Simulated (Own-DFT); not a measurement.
# How strain changes the stress of hcp Ru, 36 atoms (Ru36)

These are calculations, not measurements. The program, named Own-DFT, is a retired in-house plane-wave density functional code that no person has reviewed. Each row is one single-point run on a periodic cell that was not relaxed, without spin or spin-orbit coupling.

Settings of every run: PBE; PseudoDojo norm-conserving scalar-relativistic files; cutoff 50 hartree; 5 x 5 x 4 k mesh centred on Gamma; cold (Marzari-Vanderbilt) smearing of 0.2 eV.

Known limits: forces on such cells failed a check on a denser k mesh; stress not checked against mesh or cutoff.

Unstrained cell vectors in Å: (8.118, 0.000, 0.000); (-4.059, 7.030, 0.000); (0.000, 0.000, 8.563). The unstrained cell has measured lattice constants (interpolated for alloys), not those of this functional. That, the random moves and any unrelaxed bonds set the pressure at no strain. Each run strains this cell uniformly, with the atoms carried along. Every atom was also moved at random, by a Gaussian of width 0.05 Å on each axis. Strain is the symmetric tensor, in per cent. Stress is positive in tension, and the pressure is minus a third of its trace.

| run | e_xx (%) | e_yy (%) | e_zz (%) | e_yz (%) | e_xz (%) | e_xy (%) | s_xx (GPa) | s_yy (GPa) | s_zz (GPa) | s_yz (GPa) | s_xz (GPa) | s_xy (GPa) | P (GPa) | E (meV/atom) |
|---|---|---|---|---|---|---|---|---|---|---|---|---|---|---|
| 1 | 1.93 | -1.74 | 0.16 | -0.95 | 0.49 | -0.23 | 0.07 | -14.77 | -5.90 | -3.90 | 1.86 | -0.73 | 6.87 | 12.6 |
| 2 | -1.74 | -1.95 | 1.86 | -1.62 | 1.09 | 1.96 | -21.43 | -22.74 | -4.12 | -5.83 | 4.00 | 9.89 | 16.10 | 81.6 |
| 3 | -0.84 | -1.16 | -1.32 | -0.89 | 0.76 | -1.01 | -17.87 | -20.33 | -21.71 | -3.82 | 3.18 | -4.42 | 19.97 | 37.4 |
| 4 | 1.13 | -1.33 | -1.57 | 1.11 | 1.85 | -1.24 | -7.50 | -17.73 | -20.79 | 5.34 | 7.50 | -4.95 | 15.34 | 50.5 |
| 5 | 1.98 | -1.79 | -1.74 | -1.64 | 1.63 | 0.92 | -4.33 | -19.20 | -20.85 | -7.20 | 6.51 | 4.23 | 14.79 | 55.5 |
| 6 | 1.39 | 0.88 | 0.66 | 1.44 | -0.40 | 1.19 | 3.34 | 0.13 | 0.28 | 5.37 | -1.29 | 4.39 | -1.25 | 5.7 |
| 7 | -1.39 | 1.84 | -1.66 | 1.93 | -1.55 | -0.81 | -16.68 | -3.75 | -20.08 | 7.63 | -6.37 | -3.36 | 13.50 | 45.1 |
| 8 | 1.31 | -1.02 | -1.20 | -0.66 | -1.55 | -0.52 | -5.10 | -14.60 | -16.29 | -2.78 | -6.54 | -3.14 | 11.99 | 36.7 |
| 9 | 0.76 | -1.49 | 0.78 | -0.52 | 1.09 | 1.96 | -5.30 | -15.43 | -4.69 | -1.95 | 4.28 | 8.42 | 8.47 | 30.3 |
| 10 | -0.71 | -1.89 | 0.12 | 0.13 | 1.24 | -1.06 | -17.04 | -21.68 | -12.76 | 0.52 | 4.95 | -4.65 | 17.16 | 43.0 |
| 11 | 1.73 | 0.80 | -0.05 | -1.78 | 0.94 | -1.77 | 3.38 | -0.99 | -4.00 | -6.17 | 3.35 | -6.40 | 0.54 | 16.0 |
| 12 | 0.38 | 1.03 | 1.29 | -0.34 | -0.49 | 0.50 | -1.57 | 1.22 | 3.09 | -1.03 | -1.66 | 2.08 | -0.91 | 0.0 |
| 13 | 1.34 | -1.03 | -1.54 | 0.43 | 0.92 | -0.86 | -5.90 | -15.31 | -18.54 | 1.88 | 3.81 | -3.56 | 13.25 | 39.3 |
| 14 | -1.92 | -0.11 | -1.97 | 1.90 | -1.36 | -1.53 | -26.17 | -17.16 | -28.47 | 8.20 | -5.56 | -7.16 | 23.93 | 75.9 |
| 15 | -1.70 | -1.00 | -1.27 | 1.56 | -0.85 | 1.03 | -24.04 | -20.50 | -23.64 | 6.59 | -3.47 | 4.38 | 22.73 | 54.6 |
| 16 | 1.84 | -0.02 | 0.96 | 0.34 | -0.27 | -1.57 | ? | ? | ? | ? | ? | ? | ? | ? |

E is the free energy for each atom above the lowest run shown.

## Worked fit

Each stress component was fitted by least squares to a constant and the strains of the runs shown, as fractions, with shears doubled. Shear strains stay in the fit of a normal stress only where such slopes are resolved. The slopes, in GPa:

| stress | at no strain | per e_xx | per e_yy | per e_zz | scatter |
|---|---|---|---|---|---|
| s_xx | -8.9 | 635 ± 13 | 220 ± 15 | 194 ± 15 | 0.68 |
| s_yy | -9.1 | 215 ± 10 | 620 ± 12 | 168 ± 12 | 0.57 |
| s_zz | -9.0 | 230 ± 11 | 190 ± 13 | 711 ± 13 | 0.62 |

Each shear stress against twice its own strain: yz 203 ± 7, xz 204 ± 4, xy 215 ± 7 GPa. These are stiffnesses along x, y and z of the frame in which the cell vectors are given, which need not be the crystal's axes. The atoms are held to the strained lattice; where symmetry lets them move under strain, relaxing them would lower some slopes. The table should be nearly symmetric about its diagonal, and what it lacks of that shows the noise. A ninth of its sum, 354 ± 6 GPa, estimates the bulk modulus near the mean pressure of these runs, 12.2 GPa, so it lies above the value at zero pressure.

## Withheld run

Question: what normal stresses and pressure should run 16 give?

The fit gives s_xx = 4.6, s_yy = -3.7, s_zz = 2.0 and P = -1.0 GPa. The calculation gave 4.50, -3.67, 2.02 and P = -0.95 GPa.
